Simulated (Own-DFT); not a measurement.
# Computed records: Si2SnGe5 (diamond-structure random alloy, strained, atoms displaced)

All values are calculated (Own-DFT development build). A calculation, not a measurement: plane-wave density functional theory by an unreviewed code, no spin, of a simulated periodic cell, stress positive in tension, run twice, with PBE and with PBEsol, both on files made for PBE, so the change isn't that of files made for PBEsol, forces on such cells moved up to 12 meV/angstrom on a denser k mesh; the far tail of each file's local potential was reset to the Coulomb form; each entry is a single point on an unrelaxed cell, so the pressure reflects the starting lattice, mostly measured values (interpolated for alloys), from which strain is counted, and rises with the displacements; printed positions are rounded, which can move forces by about a meV/angstrom; the program, named Own-DFT, is a retired in-house code; no spin-orbit coupling; stress was not checked against mesh or cutoff.

```cif
# cell vector a (Å): 11.3817 0.0000 0.0000
# cell vector b (Å): 0.0000 11.3817 0.0000
# cell vector c (Å): 0.0000 0.0000 11.4103
data_Si2SnGe5
_symmetry_space_group_name_H-M 'P 1'
_symmetry_Int_Tables_number 1
_cell_length_a 11.3817
_cell_length_b 11.3817
_cell_length_c 11.4103
_cell_angle_alpha 90.000
_cell_angle_beta 90.000
_cell_angle_gamma 90.000
_cell_volume 1478.13
loop_
_atom_site_label
_atom_site_type_symbol
_atom_site_fract_x
_atom_site_fract_y
_atom_site_fract_z
_atom_site_occupancy
Ge1 Ge 0.99616 0.00160 0.00188 1
Ge2 Ge 0.99983 0.25633 0.25204 1
Si1 Si 0.24519 0.00076 0.23800 1
Si2 Si 0.25233 0.25342 0.00859 1
Si3 Si 0.12449 0.12059 0.12567 1
Sn1 Sn 0.13141 0.37762 0.37924 1
Ge3 Ge 0.37207 0.12807 0.37609 1
Si4 Si 0.37580 0.37164 0.12184 1
Sn2 Sn 0.99981 0.00153 0.50352 1
Ge4 Ge 0.00098 0.25204 0.74742 1
Ge5 Ge 0.24698 0.00227 0.75707 1
Ge6 Ge 0.25382 0.25068 0.50101 1
Ge7 Ge 0.12457 0.12260 0.61553 1
Ge8 Ge 0.12326 0.37479 0.87830 1
Si5 Si 0.36855 0.13042 0.86703 1
Sn3 Sn 0.37776 0.37340 0.62031 1
Ge9 Ge 0.99698 0.50565 0.99969 1
Ge10 Ge 0.00252 0.76355 0.24844 1
Sn4 Sn 0.26095 0.49911 0.25991 1
Ge11 Ge 0.25367 0.74861 0.99244 1
Ge12 Ge 0.12732 0.62979 0.13039 1
Ge13 Ge 0.11594 0.87812 0.37111 1
Ge14 Ge 0.37714 0.61974 0.38508 1
Ge15 Ge 0.37869 0.88089 0.12873 1
Si6 Si 0.99840 0.50023 0.50348 1
Sn5 Sn 0.00355 0.75405 0.75213 1
Si7 Si 0.25351 0.50738 0.74714 1
Ge16 Ge 0.24272 0.75172 0.49317 1
Ge17 Ge 0.13035 0.62664 0.62980 1
Ge18 Ge 0.12869 0.88114 0.87213 1
Si8 Si 0.38050 0.62030 0.86709 1
Sn6 Sn 0.37662 0.87156 0.62274 1
Ge19 Ge 0.50235 0.00749 0.00275 1
Sn7 Sn 0.50139 0.24944 0.24539 1
Si9 Si 0.74686 0.00343 0.24814 1
Ge20 Ge 0.74003 0.24666 0.99792 1
Ge21 Ge 0.62470 0.11961 0.13573 1
Ge22 Ge 0.61799 0.37963 0.37629 1
Ge23 Ge 0.87790 0.12261 0.37556 1
Si10 Si 0.87350 0.37798 0.12412 1
Ge24 Ge 0.49801 0.99317 0.50215 1
Ge25 Ge 0.50259 0.25428 0.75041 1
Ge26 Ge 0.75205 0.00872 0.74298 1
Sn8 Sn 0.75100 0.25014 0.50285 1
Ge27 Ge 0.62759 0.12363 0.62271 1
Ge28 Ge 0.63440 0.37211 0.87509 1
Ge29 Ge 0.87436 0.12486 0.87224 1
Ge30 Ge 0.87737 0.37715 0.62333 1
Ge31 Ge 0.50171 0.50600 0.00497 1
Si11 Si 0.50200 0.75830 0.24115 1
Ge32 Ge 0.74346 0.49743 0.24653 1
Si12 Si 0.74702 0.75026 0.99889 1
Ge33 Ge 0.62020 0.63148 0.12311 1
Ge34 Ge 0.61582 0.87835 0.37656 1
Ge35 Ge 0.87697 0.62861 0.38238 1
Ge36 Ge 0.87912 0.87025 0.12343 1
Ge37 Ge 0.49048 0.50285 0.49563 1
Si13 Si 0.50215 0.74632 0.75551 1
Si14 Si 0.75012 0.50168 0.75189 1
Ge38 Ge 0.75024 0.74395 0.50244 1
Ge39 Ge 0.63237 0.61673 0.62734 1
Si15 Si 0.62444 0.87163 0.87372 1
Si16 Si 0.86730 0.61516 0.87749 1
Ge40 Ge 0.86677 0.86942 0.62281 1
_calc_functional 'PBE, then PBEsol'
_calc_potential_files 'PseudoDojo norm-conserving, scalar-relativistic, standard set'
_calc_wave_cutoff 49  # hartree
_calc_occupations 'Fermi-Dirac'
_calc_smearing_width 0.1  # eV
_calc_k_mesh '3 x 3 x 3 centred on Gamma'
_calc_PBE_pressure 5.15  # GPa
_calc_PBE_stress_xx -5.24  # GPa
_calc_PBE_stress_yy -5.22  # GPa
_calc_PBE_stress_zz -4.98  # GPa
_calc_PBE_stress_yz 0.24  # GPa
_calc_PBE_stress_xz -0.9  # GPa
_calc_PBE_stress_xy -0.3  # GPa
_calc_PBEsol_pressure 2.5  # GPa
_calc_PBEsol_stress_xx -2.59  # GPa
_calc_PBEsol_stress_yy -2.57  # GPa
_calc_PBEsol_stress_zz -2.33  # GPa
_calc_PBEsol_stress_yz 0.23  # GPa
_calc_PBEsol_stress_xz -0.87  # GPa
_calc_PBEsol_stress_xy -0.3  # GPa
_calc_rms_change_of_force_components_from_PBE_to_PBEsol 0.053  # eV/angstrom
```

Force:
| force element | PBE force x (eV/Å) | PBE force y (eV/Å) | PBE force z (eV/Å) | PBEsol force x (eV/Å) | PBEsol force y (eV/Å) | PBEsol force z (eV/Å) |
| --- | --- | --- | --- | --- | --- | --- |
| Ge | 0.673 | 0.094 | -0.272 | 0.624 | 0.056 | -0.297 |
| Ge | -0.694 | -1.199 | -1.313 | -0.668 | -1.17 | -1.206 |
| Si | 0.191 | 0.001 | 1.479 | 0.241 | -0.054 | 1.493 |
| Si | -0.435 | -0.786 | -0.95 | -0.472 | -0.752 | -0.973 |
| Si | -0.164 | 1.127 | -0.278 | -0.25 | 1.115 | -0.287 |
| Sn | -2.748 | -1.187 | 1.515 | -2.627 | -1.202 | 1.444 |
| Ge | -0.717 | -1.719 | -0.007 | -0.67 | -1.632 | 0.025 |
| Si | -0.07 | 0.737 | -1.407 | -0.013 | 0.774 | -1.331 |
| Sn | -1.24 | -1.377 | -0.23 | -1.204 | -1.333 | -0.237 |
| Ge | 0.265 | -0.266 | -0.01 | 0.245 | -0.254 | -0.013 |
| Ge | 0.148 | 1.018 | -0.913 | 0.096 | 0.94 | -0.917 |
| Ge | -0.617 | -2.3 | -0.05 | -0.592 | -2.232 | -0.062 |
| Ge | 1.846 | 1.843 | 2.592 | 1.791 | 1.791 | 2.521 |
| Ge | 0.812 | 0.39 | -0.061 | 0.726 | 0.381 | -0.066 |
| Si | 0.593 | 0.526 | 1.468 | 0.607 | 0.485 | 1.399 |
| Sn | -0.516 | 0.637 | 1.541 | -0.465 | 0.583 | 1.444 |
| Ge | -0.041 | -0.442 | 0.578 | 0.019 | -0.441 | 0.56 |
| Ge | -0.485 | -2.037 | 0.196 | -0.461 | -1.954 | 0.192 |
| Sn | 0.819 | 1.043 | -3.488 | 0.769 | 1.05 | -3.331 |
| Ge | 0.419 | 0.043 | 0.324 | 0.367 | 0.08 | 0.341 |
| Ge | -0.359 | 0.415 | -0.893 | -0.353 | 0.415 | -0.87 |
| Ge | 2.352 | 0.129 | -0.879 | 2.245 | 0.08 | -0.834 |
| Ge | 0.786 | 3.855 | -0.779 | 0.735 | 3.691 | -0.723 |
| Ge | -0.576 | -0.288 | -0.858 | -0.549 | -0.269 | -0.892 |
| Si | -0.025 | 1.04 | 0.774 | -0.028 | 1.023 | 0.763 |
| Sn | -1.461 | -0.949 | 0.5 | -1.375 | -0.883 | 0.443 |
| Si | -0.461 | -0.405 | 1.126 | -0.503 | -0.427 | 1.055 |
| Ge | -0.36 | -0.746 | -0.435 | -0.344 | -0.735 | -0.406 |
| Ge | 0.043 | -1.076 | -1.442 | 0.035 | -0.974 | -1.413 |
| Ge | 0.161 | 0.422 | 2.045 | 0.162 | 0.408 | 1.969 |
| Si | -0.211 | 0.311 | 0.519 | -0.201 | 0.298 | 0.593 |
| Sn | -0.94 | -0.768 | 1.556 | -0.95 | -0.706 | 1.459 |
| Ge | -0.387 | -0.497 | -1.202 | -0.373 | -0.483 | -1.09 |
| Sn | -0.799 | 0.614 | 0.745 | -0.732 | 0.554 | 0.777 |
| Si | 1.006 | -1.152 | 0.795 | 0.986 | -1.121 | 0.783 |
| Ge | 1.561 | -0.328 | 1.163 | 1.484 | -0.327 | 1.088 |
| Ge | 1.322 | -0.685 | -2.037 | 1.225 | -0.625 | -2.024 |
| Ge | 0.525 | 1.038 | 0.108 | 0.506 | 1.012 | 0.095 |
| Ge | -0.79 | 0.466 | -2.373 | -0.736 | 0.487 | -2.265 |
| Si | -0.201 | -0.419 | -0.346 | -0.196 | -0.406 | -0.335 |
| Ge | 0.835 | 2.441 | -1.124 | 0.819 | 2.364 | -1.098 |
| Ge | 0.736 | -1.43 | 0.944 | 0.746 | -1.36 | 0.878 |
| Ge | -0.391 | -1.606 | 0.902 | -0.354 | -1.523 | 0.838 |
| Sn | -0.145 | 0.549 | -1.092 | -0.138 | 0.528 | -1.05 |
| Ge | -1.902 | -0.655 | 0.864 | -1.824 | -0.637 | 0.846 |
| Ge | -1.113 | 1.193 | -0.265 | -1.104 | 1.102 | -0.225 |
| Ge | 0.039 | 0.445 | 0.292 | 0.03 | 0.423 | 0.268 |
| Ge | 0.526 | 1.389 | 1.38 | 0.503 | 1.272 | 1.344 |
| Ge | -0.623 | -1.031 | -1.068 | -0.543 | -0.986 | -1.019 |
| Si | -0.452 | -0.696 | 1.481 | -0.442 | -0.678 | 1.445 |
| Ge | 0.683 | 0.578 | 0.318 | 0.615 | 0.583 | 0.341 |
| Si | 0.294 | -0.21 | -0.558 | 0.295 | -0.21 | -0.472 |
| Ge | 0.756 | 0.392 | 0.354 | 0.728 | 0.301 | 0.334 |
| Ge | 1.351 | -0.697 | -0.947 | 1.297 | -0.658 | -0.855 |
| Ge | 0.334 | -0.607 | -1.224 | 0.283 | -0.547 | -1.195 |
| Ge | -1.733 | 0.805 | -0.286 | -1.605 | 0.783 | -0.264 |
| Ge | 2.962 | 0.33 | 0.505 | 2.858 | 0.311 | 0.471 |
| Si | 0.957 | -0.7 | 0.189 | 0.939 | -0.682 | 0.106 |
| Si | 0.675 | -0.854 | 0.007 | 0.614 | -0.886 | -0.049 |
| Ge | -0.939 | 0.579 | -0.478 | -0.888 | 0.556 | -0.449 |
| Ge | -1.281 | 0.528 | 0.175 | -1.246 | 0.528 | 0.102 |
| Si | 0.22 | 0.572 | 0.145 | 0.219 | 0.638 | 0.145 |
| Si | -0.315 | 1.015 | 0.338 | -0.23 | 0.996 | 0.355 |
| Ge | -0.698 | 0.551 | 0.344 | -0.672 | 0.541 | 0.331 |
